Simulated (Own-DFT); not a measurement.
# Computed records: SiC (4H silicon carbide, atoms displaced)

A calculation, not a measurement: plane-wave PBE density functional theory by an unreviewed code, no spin, of a simulated periodic cell, stress positive in tension, free energy of the whole cell less one offset for each atom, forces on such cells passed a denser k mesh, this cell's mesh not checked; offsets are fitted by least squares, one for each functional and potential file, so energies compare only between cells with the same atoms and settings and are not formation energies; the far tail of each file's local potential was reset to the Coulomb form; each entry is a single point on an unrelaxed cell, so the pressure reflects the starting lattice, mostly measured values (interpolated for alloys), from which strain is counted, and rises with the displacements; printed positions are rounded, which can move forces by about a meV/angstrom; the program, named Own-DFT, is a retired in-house code; no spin-orbit coupling. Program: Own-DFT development build.

Common to all runs: functional PBE; potential files PseudoDojo norm-conserving, scalar-relativistic, standard set; wave cutoff 42 hartree; occupations Fermi-Dirac; smearing width 0.1 eV.

(1) SiC (4H silicon carbide, atoms displaced)

```cif
# cell vector a (Å): 6.1654 0.0000 0.0000
# cell vector b (Å): -3.0827 5.3394 0.0000
# cell vector c (Å): 0.0000 0.0000 10.0681
data_SiC
_symmetry_space_group_name_H-M 'P 1'
_symmetry_Int_Tables_number 1
_cell_length_a 6.1654
_cell_length_b 6.1654
_cell_length_c 10.0681
_cell_angle_alpha 90.000
_cell_angle_beta 90.000
_cell_angle_gamma 120.000
_cell_volume 331.44
loop_
_atom_site_label
_atom_site_type_symbol
_atom_site_fract_x
_atom_site_fract_y
_atom_site_fract_z
_atom_site_occupancy
Si1 Si 0.98928 0.99584 0.39412 1
Si2 Si 0.14599 0.31264 0.15373 1
C1 C 0.00262 0.99616 0.09092 1
C2 C 0.15324 0.34288 0.35676 1
Si3 Si 0.03223 0.50663 0.39620 1
Si4 Si 0.16711 0.85285 0.15709 1
C3 C 0.01537 0.51837 0.08962 1
C4 C 0.16856 0.84034 0.36026 1
Si5 Si 0.47988 0.02620 0.41297 1
Si6 Si 0.65612 0.36652 0.16213 1
C5 C 0.51453 0.02834 0.09011 1
C6 C 0.69184 0.31725 0.34286 1
Si7 Si 0.49301 0.51641 0.40106 1
Si8 Si 0.68865 0.85940 0.16470 1
C7 C 0.50051 0.52588 0.09346 1
C8 C 0.64300 0.83642 0.33221 1
Si9 Si 0.99561 0.99865 0.92086 1
Si10 Si 0.84652 0.66472 0.63616 1
C9 C 0.02657 0.98013 0.60267 1
C10 C 0.85077 0.67800 0.85391 1
Si11 Si 0.99461 0.48475 0.89960 1
Si12 Si 0.84104 0.18540 0.66489 1
C11 C 0.98928 0.49824 0.59397 1
C12 C 0.81476 0.16200 0.84817 1
Si13 Si 0.48968 0.00324 0.88315 1
Si14 Si 0.31815 0.64067 0.65347 1
C13 C 0.52567 0.02571 0.58616 1
C14 C 0.32331 0.64889 0.84574 1
Si15 Si 0.51057 0.50519 0.91525 1
Si16 Si 0.31637 0.15994 0.66740 1
C15 C 0.54191 0.56055 0.58295 1
C16 C 0.30351 0.17247 0.85509 1
```

* hardware: one NVIDIA H100
* k mesh: 5 x 5 x 3 centred on Gamma
* free energy of cell above offsets: 5.209 eV
* pressure: 10.44 GPa
* stress xx: -11.51 GPa
* stress yy: -10.57 GPa
* stress zz: -9.25 GPa
* stress yz: -0.15 GPa
* stress xz: 0.06 GPa
* stress xy: -0.07 GPa
* wall time: 118.5 s

Force:
```tsv
element	x (eV/Å)	y (eV/Å)	z (eV/Å)
Si	-1.13	0.115	3.659
Si	-0.105	4.844	0.422
C	-1.221	0.82	3.493
C	8.155	-5.432	-4.242
Si	-9.154	2.802	3.811
Si	4.724	-1.809	-0.187
C	-1.177	-1.125	1.265
C	-1.642	-0.291	-3.773
Si	3.704	-0.892	-0.591
Si	3.653	-2.262	-1.601
C	-0.744	-0.337	-0.048
C	-3.083	3.969	-0.796
Si	2.306	-0.611	0.409
Si	-3.976	-0.842	-4.608
C	-0.593	-0.666	2.019
C	1.329	0.671	4.243
Si	-1.605	-0.959	-4.49
Si	-1.626	0.967	4.832
C	-4.839	2.913	-3.387
C	-1.199	-1.633	-1.639
Si	-0.885	2.38	2.329
Si	0.966	-2.901	-1.643
C	4.078	-1.08	-1.855
C	1.999	-0.105	-0.764
Si	-1.524	-1.592	4.222
Si	0.714	3.327	0.746
C	-1.604	-1.284	3.83
C	0.707	1.185	-1.572
Si	-0.278	0.635	-1.804
Si	3.685	2.537	-0.595
C	-2.821	-4.242	-0.001
C	3.187	0.899	-1.685
```

(2) SiC (4H silicon carbide, atoms displaced)

```cif
# cell vector a (Å): 12.3308 0.0000 0.0000
# cell vector b (Å): -6.1654 10.6788 0.0000
# cell vector c (Å): 0.0000 0.0000 10.0681
data_SiC
_symmetry_space_group_name_H-M 'P 1'
_symmetry_Int_Tables_number 1
_cell_length_a 12.3308
_cell_length_b 12.3308
_cell_length_c 10.0681
_cell_angle_alpha 90.000
_cell_angle_beta 90.000
_cell_angle_gamma 120.000
_cell_volume 1325.75
loop_
_atom_site_label
_atom_site_type_symbol
_atom_site_fract_x
_atom_site_fract_y
_atom_site_fract_z
_atom_site_occupancy
Si1 Si 0.00281 0.99967 0.40008 1
Si2 Si 0.08266 0.16771 0.15746 1
C1 C 0.00142 0.99885 0.09955 1
C2 C 0.08686 0.17139 0.34343 1
Si3 Si 0.99810 0.24845 0.41091 1
Si4 Si 0.08080 0.41394 0.15401 1
C3 C 0.00623 0.25585 0.09559 1
C4 C 0.08047 0.41507 0.34886 1
Si5 Si 0.00022 0.49743 0.40580 1
Si6 Si 0.08413 0.66733 0.15331 1
C5 C 0.99882 0.49944 0.09272 1
C6 C 0.07878 0.66388 0.34157 1
Si7 Si 0.99954 0.74846 0.40293 1
Si8 Si 0.08319 0.91270 0.15944 1
C7 C 0.99753 0.74814 0.09694 1
C8 C 0.08431 0.91889 0.34193 1
Si9 Si 0.24926 0.00051 0.40264 1
Si10 Si 0.33630 0.16879 0.15473 1
C9 C 0.24903 0.99685 0.08881 1
C10 C 0.33222 0.16579 0.34190 1
Si11 Si 0.24666 0.24726 0.40586 1
Si12 Si 0.33189 0.42050 0.15389 1
C11 C 0.25243 0.25190 0.09286 1
C12 C 0.33717 0.41819 0.34432 1
Si13 Si 0.24807 0.49660 0.40523 1
Si14 Si 0.33338 0.66720 0.15923 1
C13 C 0.25342 0.50039 0.09246 1
C14 C 0.32863 0.66685 0.34224 1
Si15 Si 0.24217 0.74558 0.40587 1
Si16 Si 0.33274 0.91782 0.15558 1
C15 C 0.25077 0.74577 0.09938 1
C16 C 0.33277 0.91805 0.34387 1
Si17 Si 0.50537 0.00256 0.40535 1
Si18 Si 0.58918 0.16332 0.15449 1
C17 C 0.49730 0.00012 0.08916 1
C18 C 0.58242 0.16594 0.34245 1
Si19 Si 0.49922 0.25204 0.40865 1
Si20 Si 0.58805 0.42204 0.15890 1
C19 C 0.49998 0.24899 0.09146 1
C20 C 0.58727 0.41637 0.34243 1
Si21 Si 0.50168 0.50578 0.40920 1
Si22 Si 0.58428 0.66948 0.15536 1
C21 C 0.49988 0.50145 0.08923 1
C22 C 0.58359 0.67052 0.34715 1
Si23 Si 0.49768 0.75351 0.40579 1
Si24 Si 0.58239 0.91649 0.15819 1
C23 C 0.50005 0.74966 0.09464 1
C24 C 0.58455 0.91939 0.34503 1
Si25 Si 0.75052 0.00094 0.40438 1
Si26 Si 0.83072 0.16445 0.15917 1
C25 C 0.75082 0.99730 0.09774 1
C26 C 0.83353 0.16620 0.34010 1
Si27 Si 0.75438 0.24796 0.40652 1
Si28 Si 0.83243 0.41696 0.15056 1
C27 C 0.75122 0.25507 0.09598 1
C28 C 0.83129 0.41512 0.34195 1
Si29 Si 0.74768 0.49962 0.40317 1
Si30 Si 0.82904 0.66291 0.15828 1
C29 C 0.74642 0.49898 0.09516 1
C30 C 0.83349 0.66788 0.33982 1
Si31 Si 0.74986 0.75212 0.40291 1
Si32 Si 0.83833 0.91931 0.15780 1
C31 C 0.75034 0.75432 0.09640 1
C32 C 0.83382 0.92071 0.34394 1
Si33 Si 0.00168 0.00160 0.91049 1
Si34 Si 0.91158 0.82730 0.65895 1
C33 C 0.00089 0.00341 0.59356 1
C34 C 0.91798 0.83424 0.84206 1
Si35 Si 0.00204 0.74313 0.90436 1
Si36 Si 0.91305 0.58721 0.65597 1
C35 C 0.99784 0.75500 0.59491 1
C36 C 0.91904 0.58740 0.84604 1
Si37 Si 0.99978 0.49978 0.90635 1
Si38 Si 0.92380 0.33368 0.64997 1
C37 C 0.99751 0.50427 0.58875 1
C38 C 0.91656 0.33246 0.84380 1
Si39 Si 0.00091 0.24597 0.90652 1
Si40 Si 0.91348 0.08047 0.66138 1
C39 C 0.99782 0.24984 0.59129 1
C40 C 0.91783 0.08534 0.84484 1
Si41 Si 0.74992 0.00023 0.90266 1
Si42 Si 0.67048 0.83581 0.65684 1
C41 C 0.75029 0.99713 0.59647 1
C42 C 0.66502 0.83385 0.84622 1
Si43 Si 0.74628 0.74993 0.90681 1
Si44 Si 0.66738 0.58375 0.65187 1
C43 C 0.74976 0.74961 0.59371 1
C44 C 0.66279 0.57782 0.84153 1
Si45 Si 0.74990 0.49951 0.90563 1
Si46 Si 0.67048 0.33424 0.65956 1
C45 C 0.75250 0.50250 0.59909 1
C46 C 0.66962 0.33212 0.84953 1
Si47 Si 0.75489 0.25357 0.90806 1
Si48 Si 0.66781 0.08507 0.65769 1
C47 C 0.75014 0.24821 0.59106 1
C48 C 0.66825 0.08173 0.84792 1
Si49 Si 0.50415 0.00244 0.90457 1
Si50 Si 0.41741 0.83626 0.66075 1
C49 C 0.49722 0.00155 0.59843 1
C50 C 0.42407 0.83844 0.84159 1
Si51 Si 0.49982 0.75384 0.90720 1
Si52 Si 0.41206 0.57951 0.65225 1
C51 C 0.50385 0.75247 0.59274 1
C52 C 0.41551 0.58370 0.84780 1
Si53 Si 0.50151 0.49901 0.90764 1
Si54 Si 0.41504 0.33593 0.65863 1
C53 C 0.50469 0.49912 0.59210 1
C54 C 0.41403 0.33262 0.83951 1
Si55 Si 0.49899 0.24954 0.90468 1
Si56 Si 0.42112 0.08383 0.66221 1
C55 C 0.50450 0.24974 0.59033 1
C56 C 0.41197 0.08562 0.84425 1
Si57 Si 0.24630 0.99832 0.90754 1
Si58 Si 0.16901 0.83534 0.65807 1
C57 C 0.24599 0.99802 0.59905 1
C58 C 0.16680 0.83473 0.84019 1
Si59 Si 0.25355 0.75532 0.90945 1
Si60 Si 0.16554 0.58070 0.66039 1
C59 C 0.24814 0.74630 0.59228 1
C60 C 0.16753 0.58326 0.84133 1
Si61 Si 0.24864 0.49756 0.90994 1
Si62 Si 0.16834 0.33865 0.65952 1
C61 C 0.25123 0.50048 0.59780 1
C62 C 0.16987 0.33636 0.83952 1
Si63 Si 0.24712 0.24995 0.90527 1
Si64 Si 0.17102 0.08746 0.66105 1
C63 C 0.25310 0.24978 0.59333 1
C64 C 0.16373 0.07919 0.84358 1
```

- hardware: one NVIDIA H200
- k mesh: 3 x 3 x 3 centred on Gamma
- free energy of cell above offsets: -18.629 eV
- pressure: 3.8 GPa
- stress xx: -3.24 GPa
- stress yy: -3.06 GPa
- stress zz: -5.1 GPa
- stress yz: -0.21 GPa
- stress xz: 0.06 GPa
- stress xy: 0.09 GPa
- wall time: 519.2 s

Force:
```tsv
element	x (eV/Å)	y (eV/Å)	z (eV/Å)
Si	-1.087	0.846	1.832
Si	1.022	0.304	-0.075
C	0.113	0.617	-0.828
C	-0.921	-0.98	0.112
Si	0.453	0.009	-1.453
Si	0.404	1.637	1.061
C	-0.934	-2.301	-0.784
C	0.75	-0.301	-1.062
Si	-1.452	0.534	-0.401
Si	-0.393	-0.537	0.661
C	0.278	0.142	-0.152
C	0.368	0.002	0.041
Si	-0.509	0.495	0.808
Si	0.017	0.59	-1.071
C	0.349	-0.209	-0.929
C	0.437	-1.012	0.335
Si	0.452	0.119	1.449
Si	-0.121	-0.441	-0.234
C	-0.496	0.377	1.264
C	-0.046	0.424	0.344
Si	1.216	0.979	0.081
Si	1.84	-0.945	0.607
C	-0.677	-0.162	-0.034
C	-0.76	-0.217	-0.046
Si	0.135	0.652	0.298
Si	0.714	-0.514	-0.557
C	-1.921	0.278	0.649
C	0.73	-0.407	0.905
Si	0.673	1.112	-0.051
Si	0.264	-0.343	0.328
C	-0.804	1.311	-1.375
C	0.461	-0.526	0.134
Si	-1.886	-0.078	0.703
Si	-2.482	0.806	0.343
C	1.156	-0.395	0.664
C	0.687	0.339	0.197
Si	0.687	-0.662	-1.054
Si	-1.437	-1.857	-0.821
C	0.664	0.577	0.469
C	-1.742	0.488	0.653
Si	0.756	-0.992	-0.93
Si	-0.006	-0.503	0.295
C	0.394	0.135	1.556
C	-0.24	-0.113	-0.803
Si	0.238	-0.519	0.369
Si	0.026	0.015	-0.648
C	-0.568	0.512	0.154
C	0.144	-0.331	-0.119
Si	0.164	-0.027	0.739
Si	0.625	0.732	-1.387
C	-0.518	0.795	-1.022
C	0.478	-0.17	1.375
Si	-1.969	0.573	-0.583
Si	-0.098	0.629	1.7
C	1.301	-1.436	-0.856
C	0.537	0.185	0.082
Si	1.323	0.189	0.947
Si	0.132	0.974	-1.074
C	1.084	0.605	-0.93
C	-0.382	-0.216	1.232
Si	0.306	0.216	0.612
Si	-0.886	-0.489	0.088
C	0.582	-0.804	-0.427
C	0.734	-0.572	0.008
Si	-0.152	-1.036	-0.58
Si	0.037	2.455	-0.617
C	0.227	-0.587	-0.057
C	-0.267	-0.643	1.457
Si	-1.565	2.795	0.955
Si	1.607	0.276	0.031
C	1.435	-1.093	-0.76
C	-0.057	-2.291	-0.673
Si	0.359	0.026	-0.529
Si	-2.69	0.794	1.132
C	0.959	-0.647	1.361
C	0.915	0.276	-0.388
Si	-0.574	1.728	0.068
Si	1.058	0.514	-1.469
C	1.525	-0.484	1.08
C	0.129	-0.845	0.633
Si	0.48	-0.273	1.543
Si	-0.641	-1.254	0.093
C	-0.74	1.154	-0.668
C	0.379	0.087	-0.49
Si	1.178	-0.28	-0.072
Si	-0.053	0.01	1.047
C	-0.188	-0.05	-0.477
C	0.422	1.229	0.221
Si	-0.232	0.324	0.221
Si	-0.297	-0.147	-0.569
C	-0.681	-0.767	-1.444
C	-0.592	0.122	-0.935
Si	-0.162	-1.088	-0.027
Si	-0.006	-0.616	-0.018
C	0.708	0.5	0.718
C	-0.334	1.36	-0.632
Si	-1.219	0.224	0.019
Si	0.309	-0.845	-1.811
C	1.679	-0.364	-0.847
C	-1.543	-0.423	1.258
Si	0.6	-1.221	-0.059
Si	1.768	1.638	1.402
C	-0.895	-0.338	0.305
C	0.28	0.087	-0.729
Si	-1.042	-0.01	-0.992
Si	1.582	-0.643	-1.304
C	-1.6	0.213	0.264
C	0.287	0.121	1.386
Si	-0.165	0.406	0.426
Si	-2.085	0.457	-1.374
C	-0.83	0.383	1.645
C	1.52	-0.653	0.584
Si	0.322	0.233	-0.776
Si	-0.562	-0.753	-1.107
C	1.235	1.027	-1.194
C	0.661	-0.535	1.515
Si	0.316	-0.836	-0.688
Si	-0.666	0.722	-1.383
C	-0.02	0.586	0.696
C	-0.172	0.28	1.731
Si	0.197	1.083	-1.043
Si	0.574	-1.629	-1.526
C	-0.93	-0.323	-1.47
C	-0.768	-0.944	1.517
Si	0.99	-0.31	0.01
Si	-0.973	-1.266	-1.197
C	-1.181	0.648	0.136
C	-0.214	1.299	1.064
```
